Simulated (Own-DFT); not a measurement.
# A change of arrangement and its cost: As32Ga32, 64 atoms

All numbers below are calculated, not measured. They come from Own-DFT, an in-house plane-wave density functional program, since retired, whose code no person has reviewed. Each row is one single-point run on a periodic cell that was not relaxed, without spin or spin-orbit coupling.

Settings of every run: PBE; PseudoDojo norm-conserving scalar-relativistic files; cutoff 42 hartree; 3 x 3 x 3 k mesh centred on Gamma; Fermi-Dirac smearing of 0.1 eV.

Known limits, some of them of some rows only: not probed for a lower state with spin; forces on such cells failed a check on a denser k mesh; forces not confirmed at this smearing and k mesh; stress not checked against mesh or cutoff.

All cells hold the same atoms in the same cell, with vectors in Å (11.307, 0.000, 0.000); (0.000, 11.307, 0.000); (0.000, 0.000, 11.307). Every atom was moved at random from its ideal site; u is the rms move along one axis. The defect's site can differ from row to row. E is the free energy of the cell above the lowest run. The arrangements:

- A: zincblende GaAs
- B: zincblende GaAs, with one As on a Ga site and one Ga on an As site, 2.4 Å apart

```
arrangement,u (Å),E (eV),P (GPa)
A,0.0186,0.000,3.50
A,0.0204,0.089,3.52
A,0.0204,0.028,3.51
A,0.0442,1.579,3.83
A,0.0496,2.291,3.97
A,0.0519,2.358,4.02
B,0.0286,2.891,3.88
B,0.0297,3.051,3.92
B,0.0305,3.154,3.92
B,0.0484,4.551,4.24
B,0.0491,4.842,4.31
B,0.0499,4.369,4.19
```

Question: once the cost of the random moves is taken out, how do the arrangements rank?

## Worked answer

Fit E = a + b u², with one b for all and one a for each arrangement, and with residuals divided by u², since the noise grows with the moves. Then b = 1027 eV/Å², the scatter at u = 0.04 Å is 0.13 eV, and against A:

- B: 2.49 ± 0.05 eV (higher)

These are energies of unrelaxed cells. Relaxing the atoms lowers the strained arrangements most, so the gaps would shrink and small ones could change sign.
